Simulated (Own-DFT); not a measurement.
# PBE against PBEsol on the same cells

All numbers below are calculated, not measured. The program, named Own-DFT, is a retired in-house plane-wave density functional code that no person has reviewed. Each row is one single-point run on a periodic cell that was not relaxed, without spin or spin-orbit coupling.

Known limits, some of them of some rows only: not probed for a lower state with spin; forces on such cells failed a check on a denser k mesh; forces on such cells passed a denser k mesh, each cell not checked; stress not checked against mesh or cutoff.

Each cell was run twice at the same cutoff, k mesh and smearing, with PBE and with PBEsol, on PseudoDojo norm-conserving files made for PBE. Atoms were moved at random from their sites; u is the rms move along one axis. Files made for PBEsol would give a somewhat different change.

| cell | atoms | volume (Å³/atom) | u (Å) | cutoff (hartree) | P with PBE (GPa) | P with PBEsol (GPa) | change (GPa) |
|---|---|---|---|---|---|---|---|
| C40 NbSi2 with two Si on a Nb site each (Nb10Si26) | 36 | 14.64 | 0.077 | 42 | 4.20 | 0.83 | -3.37 |
| C40 NbSi2 with two Si on a Nb site each (Nb10Si26) | 36 | 14.64 | 0.084 | 42 | 5.26 | 1.89 | -3.36 |
| C40 NbSi2 with two Si on a Nb site each (Nb10Si26) | 36 | 14.64 | 0.052 | 42 | 2.95 | -0.40 | -3.36 |
| D0_22 TiAl3 with two Ti on an Al site each (Al28Ti12) | 40 | 15.63 | 0.070 | 42 | 4.44 | 2.33 | -2.11 |
| D0_22 TiAl3 with two Ti on an Al site each (Al28Ti12) | 40 | 15.63 | 0.079 | 42 | 4.58 | 2.47 | -2.11 |
| D0_22 TiAl3 with two Ti on an Al site each (Al28Ti12) | 40 | 15.63 | 0.044 | 42 | 3.41 | 1.29 | -2.12 |
| diamond-structure SiGe in clusters (Ge48Si16) | 64 | 21.97 | 0.058 | 42 | 3.87 | 1.15 | -2.72 |
| diamond-structure SiGe in clusters (Ge48Si16) | 64 | 21.97 | 0.059 | 42 | 3.85 | 1.14 | -2.71 |
| diamond-structure SiGe in clusters (Ge48Si16) | 64 | 21.97 | 0.032 | 42 | 3.41 | ? | ? |
| wurtzite AlGaN with randomly placed atoms (Al9Ga27N36) | 72 | 11.17 | 0.088 | 42 | 11.43 | 6.51 | -4.92 |
| wurtzite AlGaN with randomly placed atoms (Al9Ga27N36) | 72 | 11.45 | 0.052 | 42 | 2.77 | -1.93 | -4.70 |
| wurtzite AlGaN with randomly placed atoms (Al9Ga27N36) | 72 | 11.00 | 0.051 | 42 | 10.91 | 5.89 | -5.02 |

## Worked reading

Mean change of pressure by composition, in GPa: AlGa3N4, -4.88; Nb5Si13, -3.36; Ge3Si, -2.72; Al7Ti3, -2.11. At a fixed cell PBEsol gives the lower pressure, because it favours a smaller volume than PBE. Here the change varies more between materials than between cells of one material.

## Withheld value

Question: what PBEsol pressure should the Ge48Si16 cell with the blank give?

Adding the mean change of the cells with its composition, -2.72 GPa, to 3.41 gives 0.7 GPa. The calculation gave 0.70 GPa.
